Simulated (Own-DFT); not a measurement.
# One cell, two functionals

These are calculations, not measurements. The program, named Own-DFT, is a retired in-house plane-wave density functional code that no person has reviewed. Each row is one single-point run on a periodic cell that was not relaxed, without spin or spin-orbit coupling.

Known limits, some of them of some rows only: forces on such cells failed a check on a denser k mesh; forces on such cells moved up to 12 meV/angstrom on a denser k mesh; forces on such cells passed a denser k mesh, each cell not checked; stress not checked against mesh or cutoff.

Each cell was run twice at the same cutoff, k mesh and smearing, with PBE and with PBEsol, on PseudoDojo norm-conserving files made for PBE. Atoms were moved at random from their sites; u is the rms move along one axis. Files made for PBEsol would give a somewhat different change.

```
cell,atoms,volume (Å³/atom),u (Å),cutoff (hartree),P with PBE (GPa),P with PBEsol (GPa),change (GPa)
C11b WSi2 with one Si vacancy (Si19W10),29,13.90,0.028,50,3.07,-0.92,-3.99
C11b WSi2 with one Si vacancy (Si19W10),29,13.90,0.065,50,6.22,2.22,-4.00
C11b WSi2 with one Si vacancy (Si19W10),29,13.90,0.052,50,4.81,0.83,-3.98
C40 NbSi2 with two Si on a Nb site each (Nb10Si26),36,14.64,0.028,42,1.60,-1.75,-3.35
C40 NbSi2 with two Si on a Nb site each (Nb10Si26),36,14.64,0.089,42,5.08,1.73,-3.35
C40 NbSi2 with two Si on a Nb site each (Nb10Si26),36,14.64,0.080,42,4.40,1.04,-3.36
L1_0 TiAl (Al16Ti16),32,15.91,0.055,42,3.39,0.51,-2.89
L1_0 TiAl (Al16Ti16),32,16.51,0.050,42,-1.28,-4.01,-2.73
L1_0 TiAl (Al16Ti16),32,16.06,0.053,42,1.74,-1.10,-2.84
beta-Si3N4 (N64Si48),112,10.41,0.020,42,5.56,3.15,-2.41
beta-Si3N4 (N24Si18),42,10.53,0.051,42,5.91,3.52,-2.38
beta-Si3N4 (N24Si18),42,10.55,0.050,42,4.40,?,?
```

## Worked reading

Mean change of pressure by composition, in GPa: Si19W10, -3.99; Nb5Si13, -3.35; AlTi, -2.82; N4Si3, -2.40. At a fixed cell PBEsol gives the lower pressure, because it favours a smaller volume than PBE. Here the change varies more between materials than between cells of one material.

## Withheld value

Question: what PBEsol pressure should the N24Si18 cell with the blank give?

Adding the mean change of the cells with its composition, -2.40 GPa, to 4.40 gives 2.0 GPa. The calculation gave 2.01 GPa.
